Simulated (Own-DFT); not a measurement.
# Computed records: SiC (4H silicon carbide, atoms displaced), GaP (zincblende, strained, atoms displaced), SiC (4H silicon carbide, strained, atoms displaced), GaAs (zincblende with one plane slipped along a stacking-fault path, atoms displaced)

A calculation, not a measurement: plane-wave PBE density functional theory by an unreviewed code, no spin, of a simulated periodic cell, stress positive in tension, free energy of the whole cell less one offset for each atom, forces on such cells passed a denser k mesh, this cell's mesh not checked; offsets are fitted by least squares, one for each functional and potential file, so energies compare only between cells with the same atoms and settings and are not formation energies; the far tail of each file's local potential was reset to the Coulomb form; each entry is a single point on an unrelaxed cell, so the pressure reflects the starting lattice, mostly measured values (interpolated for alloys), from which strain is counted, and rises with the displacements; printed positions are rounded, which can move forces by about a meV/angstrom; the program, named Own-DFT, is a retired in-house code; no spin-orbit coupling. Program: Own-DFT development build.

Common to all runs: functional PBE; potential files PseudoDojo norm-conserving, scalar-relativistic, standard set; wave cutoff 42 hartree; occupations Fermi-Dirac; smearing width 0.1 eV.

(1) SiC (4H silicon carbide, atoms displaced)

```
SiC
1.0
      6.1654     0.0000     0.0000
     -3.0827     5.3394     0.0000
      0.0000     0.0000    10.0681
Si C Si C Si C Si C Si C Si C Si C Si C
2 2 2 2 2 2 2 2 2 2 2 2 2 2 2 2
Direct
  0.99762 0.01405 0.39425
  0.17456 0.34481 0.16201
  0.99447 0.00571 0.08528
  0.16756 0.36611 0.34224
  0.97898 0.47816 0.41483
  0.17318 0.84888 0.15279
  0.99791 0.48919 0.10279
  0.15551 0.82073 0.35239
  0.52055 0.00830 0.40193
  0.64851 0.31333 0.14598
  0.47448 0.98341 0.08477
  0.69635 0.30483 0.34894
  0.45278 0.48447 0.41008
  0.67365 0.84689 0.17080
  0.47418 0.49904 0.10758
  0.64532 0.81651 0.34591
  0.98337 0.98318 0.89435
  0.80744 0.64161 0.67414
  0.01575 0.01914 0.58815
  0.78981 0.63726 0.84508
  0.02390 0.52472 0.90010
  0.82875 0.16002 0.65451
  0.00174 0.49335 0.59424
  0.84736 0.17903 0.83132
  0.52338 0.98030 0.89967
  0.32713 0.63355 0.67120
  0.50546 0.99080 0.59745
  0.34927 0.65766 0.84340
  0.52208 0.50112 0.90345
  0.34261 0.18193 0.66621
  0.47624 0.47202 0.58789
  0.33060 0.13290 0.84153
```

```
hardware                          : one NVIDIA H100
k mesh                            : 5 x 5 x 3 centred on Gamma
free energy of cell above offsets : 5.201 eV
pressure                          : 10.8 GPa
stress xx                         : -13.42 GPa
stress yy                         : -7.27 GPa
stress zz                         : -11.7 GPa
stress yz                         : 1.47 GPa
stress xz                         : 2.46 GPa
stress xy                         : -5.74 GPa
wall time                         : 138.5 s
```

Force:
```tsv
element	x (eV/Å)	y (eV/Å)	z (eV/Å)
Si	1.31	-1.894	2.513
Si	-3.101	-2.126	-1.052
C	0.103	-0.368	1.284
C	-0.717	-4.667	-0.955
Si	1.571	5.354	0.58
Si	-2.317	-3.244	1.875
C	-1.905	1.768	-3.029
C	0.052	2.198	-1.845
Si	-3.472	-4.326	3.611
Si	0.721	1.688	1.912
C	3.529	1.384	0.007
C	-6.423	1.546	-4.089
Si	6.052	2.061	0.256
Si	-0.824	-1.618	-3.486
C	5.692	1.938	-2.91
C	2.117	0.282	1.033
Si	0.995	2.211	1.339
Si	1.443	1.768	-7.453
C	-0.718	-1.779	1.23
C	9.93	5.877	-0.925
Si	-0.688	-3.321	2.634
Si	0.716	-0.206	-2.101
C	-1.144	0.204	2.667
C	0.351	-0.354	2.919
Si	-2.385	2.325	0.366
Si	-1.431	2.892	-5.377
C	-1.058	-0.605	-0.106
C	-0.182	-0.426	1.66
Si	-9.576	-7.595	6.405
Si	0.683	-5.432	-2.868
C	1.153	3.161	1.951
C	-0.477	1.305	1.952
```

(2) GaP (zincblende, strained, atoms displaced)

```
GaP
1.0
     10.8620     0.0000     0.0000
      0.0000    10.8620     0.0000
      0.0000     0.0000    10.9361
Ga P Ga P Ga P Ga P Ga P Ga P Ga P Ga P
4 4 4 4 4 4 4 4 4 4 4 4 4 4 4 4
Direct
  0.99664 0.00009 0.99193
  0.00854 0.25419 0.24260
  0.25762 0.99971 0.24810
  0.25273 0.25591 0.99470
  0.12242 0.12795 0.12574
  0.12071 0.38077 0.37245
  0.36808 0.13086 0.37571
  0.38275 0.37109 0.12579
  0.99366 0.00400 0.49825
  0.00206 0.25373 0.75287
  0.25185 0.00517 0.74892
  0.25098 0.25390 0.49682
  0.12454 0.12519 0.61969
  0.12728 0.37539 0.87314
  0.37581 0.12899 0.87429
  0.38159 0.37661 0.62965
  0.99885 0.50190 0.99922
  0.00345 0.75430 0.24709
  0.24461 0.49550 0.24609
  0.25762 0.75107 0.99488
  0.12507 0.62284 0.12301
  0.12532 0.87124 0.38025
  0.37322 0.62520 0.38099
  0.37643 0.87362 0.12369
  0.99899 0.49411 0.50288
  0.00122 0.74623 0.74249
  0.25114 0.49341 0.74442
  0.25032 0.74500 0.50624
  0.12546 0.62409 0.62677
  0.12529 0.88240 0.87183
  0.37216 0.62353 0.87587
  0.37882 0.87392 0.62545
  0.51002 0.00027 0.00304
  0.50666 0.24889 0.25508
  0.74936 0.00103 0.24742
  0.75206 0.24660 0.00318
  0.62080 0.12720 0.13271
  0.63283 0.37369 0.37593
  0.87365 0.12676 0.37360
  0.87277 0.37709 0.12023
  0.50870 0.99913 0.50092
  0.49158 0.25296 0.74462
  0.74557 0.99904 0.74772
  0.75262 0.25075 0.50450
  0.64174 0.12419 0.61483
  0.63130 0.38111 0.88177
  0.87375 0.12535 0.88717
  0.87366 0.37541 0.62426
  0.50516 0.49401 0.00603
  0.50290 0.75734 0.25433
  0.75907 0.50346 0.25226
  0.75044 0.75185 0.99584
  0.63315 0.62526 0.12824
  0.62831 0.87165 0.37684
  0.87796 0.61780 0.37703
  0.87015 0.87022 0.12521
  0.49843 0.50642 0.50713
  0.50151 0.74820 0.75113
  0.74465 0.49001 0.75429
  0.75727 0.75375 0.49774
  0.62622 0.63455 0.62946
  0.62797 0.87821 0.87211
  0.87671 0.62715 0.87429
  0.87698 0.87766 0.63021
```

```
hardware                          : one NVIDIA H100
k mesh                            : 3 x 3 x 3 centred on Gamma
free energy of cell above offsets : -33.574 eV
pressure                          : 3.55 GPa
stress xx                         : -3.63 GPa
stress yy                         : -3.76 GPa
stress zz                         : -3.25 GPa
stress yz                         : -0.13 GPa
stress xz                         : 0.27 GPa
stress xy                         : 0.5 GPa
wall time                         : 519.6 s
```

Force:
```tsv
element	x (eV/Å)	y (eV/Å)	z (eV/Å)
Ga	0.476	-0.489	1.531
Ga	-1.264	0.032	0.593
Ga	-1.08	0.02	0.223
Ga	-0.108	-0.507	0.756
P	0.983	-0.8	-0.904
P	0.49	-0.689	0.415
P	1.461	-0.755	0.006
P	-0.706	0.057	0.342
Ga	0.449	-0.41	-0.076
Ga	-0.336	-0.724	-0.216
Ga	0.079	-0.174	-0.328
Ga	-0.513	0.43	0.464
P	-0.027	0.448	0.429
P	-0.256	0.47	0.185
P	0.436	-0.543	0.196
P	-0.998	0.236	-1.532
Ga	0.099	-0.038	-0.251
Ga	-0.143	-0.614	0.401
Ga	1.001	0.548	0.121
Ga	-1.145	0.148	0.293
P	0.271	0.623	-0.252
P	0.209	0.592	-0.31
P	0.037	-0.202	-1.005
P	0.49	0.252	-0.068
Ga	0.143	0.721	0.037
Ga	-0.009	0.501	1.053
Ga	-0.196	0.772	0.713
Ga	0.077	0.56	-0.31
P	0.051	-0.782	-0.301
P	0.204	-0.958	-0.128
P	0.879	-0.674	-0.302
P	-0.159	0.389	0.147
Ga	-0.839	0.124	-0.307
Ga	-0.778	0.432	0.561
Ga	0.162	-0.207	0.414
Ga	-0.693	0.376	0.4
P	0.809	-0.266	-0.806
P	-0.573	0.707	0.377
P	0.297	0.424	-0.541
P	0.547	-0.145	0.534
Ga	-0.765	0.239	-0.248
Ga	2.099	-0.92	0.993
Ga	0.944	0.47	0.523
Ga	0.769	0.539	-1.337
P	-2.236	-0.087	1.514
P	-1.107	-1.86	-0.2
P	-0.322	0.19	-2.143
P	0.157	-0.2	0.778
Ga	-0.212	1.226	-0.02
Ga	-0.264	-1.156	-0.296
Ga	-0.653	-0.606	-0.291
Ga	-0.058	-0.369	0.11
P	-0.817	0.307	-0.084
P	0.228	0.742	-0.189
P	0.559	1.253	0.198
P	0.622	0.75	-0.246
Ga	0.861	-0.12	-0.546
Ga	-0.543	0.345	0.5
Ga	0.875	1.728	-0.806
Ga	0.018	-0.504	0.397
P	0.712	-1.077	-0.406
P	-0.508	-0.381	0.33
P	-0.17	-0.322	-0.479
P	-0.018	-0.071	-0.604
```

(3) SiC (4H silicon carbide, strained, atoms displaced)

```
SiC
1.0
      9.2502    -0.1074     0.0719
     -4.7182     8.0532    -0.1480
      0.0783    -0.1408     9.9825
Si C Si C Si C Si C Si C Si C Si C Si C Si C Si C Si C Si C Si C Si C Si C Si C Si C Si C
2 2 2 2 2 2 2 2 2 2 2 2 2 2 2 2 2 2 2 2 2 2 2 2 2 2 2 2 2 2 2 2 2 2 2 2
Direct
  0.00763 0.00779 0.41228
  0.10309 0.21621 0.15893
  0.00645 0.00147 0.09390
  0.11195 0.21901 0.33963
  0.00087 0.33366 0.41163
  0.11109 0.55825 0.16086
  0.99873 0.32823 0.09753
  0.11524 0.55797 0.34656
  0.99709 0.66626 0.40790
  0.11267 0.88552 0.15824
  0.00628 0.66344 0.09592
  0.10984 0.88230 0.33455
  0.33404 0.99836 0.40007
  0.43853 0.21433 0.15878
  0.33363 0.99320 0.09281
  0.42993 0.21255 0.34607
  0.34032 0.34168 0.40687
  0.44330 0.54469 0.15950
  0.33290 0.33376 0.09452
  0.45169 0.56027 0.34685
  0.32960 0.67707 0.40332
  0.44939 0.89096 0.15826
  0.33266 0.67362 0.09479
  0.44236 0.88534 0.34893
  0.66465 0.00077 0.39935
  0.78730 0.22499 0.15669
  0.68095 0.00626 0.09210
  0.77817 0.22227 0.34222
  0.67857 0.33918 0.40361
  0.78519 0.55175 0.14511
  0.66659 0.33207 0.09531
  0.78000 0.55978 0.35413
  0.66516 0.66009 0.40393
  0.78400 0.89806 0.16292
  0.66294 0.66040 0.10019
  0.77401 0.87989 0.34898
  0.00483 0.00718 0.90791
  0.88234 0.77073 0.65455
  0.00029 0.01127 0.59410
  0.89480 0.78435 0.84167
  0.00470 0.67347 0.90069
  0.88369 0.44165 0.65192
  0.99202 0.66048 0.58812
  0.88406 0.44019 0.84001
  0.00822 0.33786 0.90825
  0.88777 0.12206 0.65264
  0.00658 0.34123 0.59723
  0.89635 0.11323 0.84257
  0.67629 0.00435 0.90471
  0.55882 0.78265 0.65274
  0.66351 0.99216 0.59886
  0.55240 0.77492 0.85116
  0.67039 0.66094 0.90875
  0.55683 0.44208 0.65606
  0.66122 0.66584 0.59111
  0.56489 0.44898 0.83359
  0.67243 0.32771 0.91022
  0.55735 0.11153 0.64926
  0.66301 0.32940 0.59457
  0.55202 0.09751 0.84387
  0.33686 0.01255 0.90629
  0.22316 0.77737 0.65167
  0.32744 0.99674 0.59069
  0.22074 0.77347 0.84169
  0.33857 0.66273 0.90522
  0.21491 0.43802 0.66025
  0.33785 0.66882 0.58894
  0.22548 0.45467 0.84339
  0.32996 0.32908 0.90148
  0.22927 0.11671 0.65766
  0.33688 0.33548 0.59459
  0.21736 0.11196 0.84887
```

```
hardware                          : one NVIDIA H100
k mesh                            : 4 x 4 x 3 centred on Gamma
free energy of cell above offsets : -6.981 eV
pressure                          : 6.94 GPa
stress xx                         : -4.43 GPa
stress yy                         : -6.25 GPa
stress zz                         : -10.16 GPa
stress yz                         : -4.39 GPa
stress xz                         : 2.74 GPa
stress xy                         : -5.89 GPa
wall time                         : 349 s
```

Force:
```tsv
element	x (eV/Å)	y (eV/Å)	z (eV/Å)
Si	-0.289	-1.519	-1.516
Si	1.402	1.181	-0.908
C	-0.33	-0.984	0.161
C	-0.621	1.129	2.043
Si	0.901	0.278	-1.413
Si	1.193	-0.497	-0.733
C	0.961	1.787	-0.735
C	-1.612	-1.002	0.03
Si	0.818	0.517	-1.082
Si	-0.38	0.229	-1.9
C	-0.906	0.428	-1.434
C	-0.402	0.629	3.335
Si	-1.188	-0.383	1.092
Si	-0.186	0.859	-0.396
C	-0.064	0.927	0.243
C	2.085	1.914	-0.357
Si	-0.742	-0.888	-0.121
Si	-1.085	2.207	-0.031
C	-0.033	-1.72	-0.758
C	-1.981	-0.885	-0.564
Si	2.674	-2.423	1.211
Si	0.245	0.113	-0.905
C	1.318	-1.749	0.244
C	-0.066	2.014	-1.718
Si	1.323	-0.811	1.825
Si	-1.899	-0.41	-0.337
C	-1.262	-0.536	0.912
C	0.539	0.052	0.727
Si	-2.383	-0.873	0.415
Si	-1.879	1.088	2.522
C	0.547	-1.187	0.272
C	0.571	-1.59	-2.713
Si	-0.168	1.394	0.923
Si	0.595	-2.065	-0.878
C	1.412	0.946	-1.098
C	0.095	2.08	-0.323
Si	-1.076	-1.525	-0.143
Si	-0.156	1.628	-0.354
C	1.107	-1.061	0.846
C	-0.102	-0.597	0.751
Si	-0.025	-1.157	0.53
Si	0.3	0.699	0.914
C	0.712	0.73	1.503
C	1.468	0.742	0.756
Si	-1.459	-0.231	-0.219
Si	1.14	-1.572	0.915
C	-1.894	-1.184	-0.963
C	-0.345	0.805	-0.042
Si	-0.717	-1.371	0.085
Si	-0.125	-2.174	1.723
C	-0.389	2.944	-2.151
C	2.376	0.791	-1.469
Si	-1.107	1.402	0.013
Si	-0.397	1.136	-1.37
C	0.829	-0.416	0.431
C	-0.332	-2.001	3.121
Si	-1.573	-0.257	-1.521
Si	-0.536	-1.271	1.386
C	0.522	-0.042	-1.262
C	0.128	2.265	-0.437
Si	0.567	-2.904	-0.097
Si	-0.236	-0.487	0.783
C	0.579	0.443	-0.063
C	0.684	1.239	-0.131
Si	-2.085	2.489	1.194
Si	2.297	2.558	-0.968
C	-0.957	-0.603	0.651
C	0.994	-2.913	0.282
Si	0.633	2.428	0.935
Si	-1.173	-0.813	-0.549
C	-0.73	-0.283	0.284
C	1.868	0.312	-1.398
```

(4) GaAs (zincblende with one plane slipped along a stacking-fault path, atoms displaced)

```
GaAs
1.0
      5.6533    -5.6533     0.0000
      0.0000     5.6533    -5.6533
     12.0604    12.0604     9.7991
Ga As Ga As Ga As Ga As Ga As Ga As Ga As Ga As Ga As Ga As Ga As Ga As Ga As Ga As Ga As Ga As Ga As Ga As Ga As Ga As Ga As Ga As Ga As Ga As
1 1 1 1 1 1 1 1 1 1 1 1 1 1 1 1 1 1 1 1 1 1 1 1 1 1 1 1 1 1 1 1 1 1 1 1 1 1 1 1 1 1 1 1 1 1 1 1
Direct
  0.01054 0.00667 0.00105
  0.98983 0.96738 0.12670
  0.13719 0.28331 0.16722
  0.12650 0.25023 0.29154
  0.28619 0.08332 0.33338
  0.26751 0.04695 0.45689
  0.06905 0.13688 0.49804
  0.04811 0.09968 0.62579
  0.21057 0.42159 0.66555
  0.19426 0.38920 0.79190
  0.35203 0.21048 0.83274
  0.34858 0.18620 0.95857
  0.99923 0.49889 0.99808
  0.98551 0.46769 0.12280
  0.14346 0.78307 0.16626
  0.13955 0.76288 0.29248
  0.29430 0.57289 0.33189
  0.26785 0.54867 0.45535
  0.07102 0.63227 0.49987
  0.04264 0.59532 0.62521
  0.21055 0.92430 0.66554
  0.19552 0.88981 0.79201
  0.36595 0.71889 0.83468
  0.33581 0.68049 0.96065
  0.50191 0.99981 0.00213
  0.47910 0.96988 0.12320
  0.64964 0.29039 0.16611
  0.63760 0.26145 0.29229
  0.78840 0.07926 0.33445
  0.77591 0.04372 0.45911
  0.56895 0.13069 0.50051
  0.54915 0.09521 0.62490
  0.71605 0.42622 0.66417
  0.69554 0.38553 0.79419
  0.85519 0.21117 0.82991
  0.83922 0.18088 0.95726
  0.50274 0.50358 0.00198
  0.48654 0.46959 0.12594
  0.63765 0.79031 0.16628
  0.62235 0.75244 0.29019
  0.78322 0.57695 0.33426
  0.77627 0.54652 0.45792
  0.56343 0.63538 0.49971
  0.55192 0.60559 0.62480
  0.70551 0.91811 0.66625
  0.69029 0.88564 0.79241
  0.85256 0.70965 0.83424
  0.82558 0.67043 0.95683
```

```
k mesh                            : 4 x 4 x 2 centred on Gamma
free energy of cell above offsets : -16.538 eV
pressure                          : 4.45 GPa
stress xx                         : -5.2 GPa
stress yy                         : -5.75 GPa
stress zz                         : -2.42 GPa
stress yz                         : -0.09 GPa
stress xz                         : -0.02 GPa
stress xy                         : 0.65 GPa
```

Force:
```tsv
element	x (eV/Å)	y (eV/Å)	z (eV/Å)
Ga	-0.545	-0.053	0.134
As	-0.727	0.125	0.261
Ga	0.386	-0.212	-0.456
As	-0.329	0.376	-0.345
Ga	0.514	-0.792	-0.016
As	-0.254	-2.165	1.229
Ga	1.855	2.033	-0.925
As	-0.277	-0.141	-0.198
Ga	0.229	0.22	0.07
As	0.094	0.042	-0.432
Ga	0.269	-0.005	0.052
As	-0.284	-0.108	0.24
Ga	-0.295	0.337	-0.123
As	-0.034	-0.045	0.209
Ga	0.323	0.359	0.083
As	-0.657	0.002	0.42
Ga	-0.514	0.458	-0.114
As	-0.487	-2.367	1.262
Ga	0.923	2.426	-1.039
As	0.651	-0.466	-0.643
Ga	0.078	0.052	0.32
As	-0.193	-0.094	0.147
Ga	-0.651	0.46	0.614
As	0.074	-0.488	-0.121
Ga	-0.273	-0.239	-0.58
As	0.545	0.171	0.339
Ga	0.003	0.255	0.024
As	-0.718	0.154	0.154
Ga	-0.079	-0.253	0.25
As	-1.974	-1.273	1.201
Ga	0.602	1.671	-1.182
As	0	0.371	-0.33
Ga	-0.245	0.719	0.867
As	-0.791	-0.072	-0.718
Ga	0.477	0.115	0.433
As	0.018	-0.486	0.326
Ga	-0.457	0.418	0.146
As	-0.187	0.16	0.37
Ga	0.215	-0.36	-0.354
As	0.628	-0.03	-0.344
Ga	0.485	-0.435	-0.616
As	-1.512	-0.73	1.262
Ga	1.306	0.899	-1.003
As	-0.325	-0.307	0.409
Ga	0.563	0.172	-0.083
As	0.244	-0.581	-0.51
Ga	0.004	-0.321	-0.171
As	1.324	0.028	-0.523
```
